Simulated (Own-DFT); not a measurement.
# Response to strain: grey tin, 32 atoms (Sn32)

All numbers below are calculated, not measured. They come from Own-DFT, an in-house plane-wave density functional program, since retired, whose code no person has reviewed. Each row is one single-point run on a periodic cell that was not relaxed, without spin or spin-orbit coupling.

Settings of every run: PBE; PseudoDojo norm-conserving scalar-relativistic files; cutoff 42 hartree; 3 x 3 x 5 k mesh centred on Gamma; cold (Marzari-Vanderbilt) smearing of 0.2 eV.

Known limits: forces on such cells failed a check on a denser k mesh; stress not checked against mesh or cutoff.

Unstrained cell vectors in Å: (12.978, 0.000, 0.000); (0.000, 12.978, 0.000); (0.000, 0.000, 6.489). The unstrained cell has measured lattice constants (interpolated for alloys), not those of this functional. That, the random moves and any unrelaxed bonds set the pressure at no strain. Each run strains this cell uniformly, with the atoms carried along. Every atom was also moved at random, by a Gaussian of width 0.05 Å on each axis. Strain is the symmetric tensor, in per cent. Stress is positive in tension, and the pressure is minus a third of its trace.

| run | e_xx (%) | e_yy (%) | e_zz (%) | s_xx (GPa) | s_yy (GPa) | s_zz (GPa) | P (GPa) | E (meV/atom) |
|---|---|---|---|---|---|---|---|---|
| 1 | 2.50 | 2.50 | 0.00 | -1.10 | -1.11 | -1.78 | 1.33 | 0.0 |
| 2 | -2.00 | -2.00 | 0.00 | -6.18 | -6.07 | -5.42 | 5.89 | 60.1 |
| 3 | 3.00 | 3.00 | 0.00 | -0.69 | -0.68 | -1.40 | 0.92 | 0.3 |
| 4 | 1.75 | 1.75 | 0.00 | -1.83 | -1.75 | -2.31 | 1.96 | 6.8 |
| 5 | -0.50 | -0.50 | 0.00 | -4.17 | -4.22 | -4.14 | 4.18 | 33.5 |
| 6 | -1.50 | -1.50 | 0.00 | -5.36 | -5.36 | -4.98 | 5.23 | 45.3 |
| 7 | -2.50 | -2.50 | 0.00 | -6.85 | -6.94 | -6.03 | 6.61 | 80.2 |
| 8 | -1.00 | -1.00 | 0.00 | -4.93 | -4.87 | -4.75 | 4.85 | 53.7 |
| 9 | 2.25 | 2.25 | 0.00 | ? | ? | ? | ? | ? |

E is the free energy for each atom above the lowest run shown.

## Worked fit

The change of volume is close to e_xx + e_yy + e_zz. A straight line through the runs shown gives P = 3.86 - 51 x (fractional change of volume) GPa, with an error of 1 on the slope and a scatter of 0.16 GPa. The strain isn't the same on all axes, but the crystal is cubic, so the slope still estimates the bulk modulus, averaged over pressures from 0.9 to 6.6 GPa.

## Withheld run

Question: what pressure should run 9 give? Its volume changes by 4.55 %.

The line gives 1.6 GPa. The calculation gave 1.41 GPa.
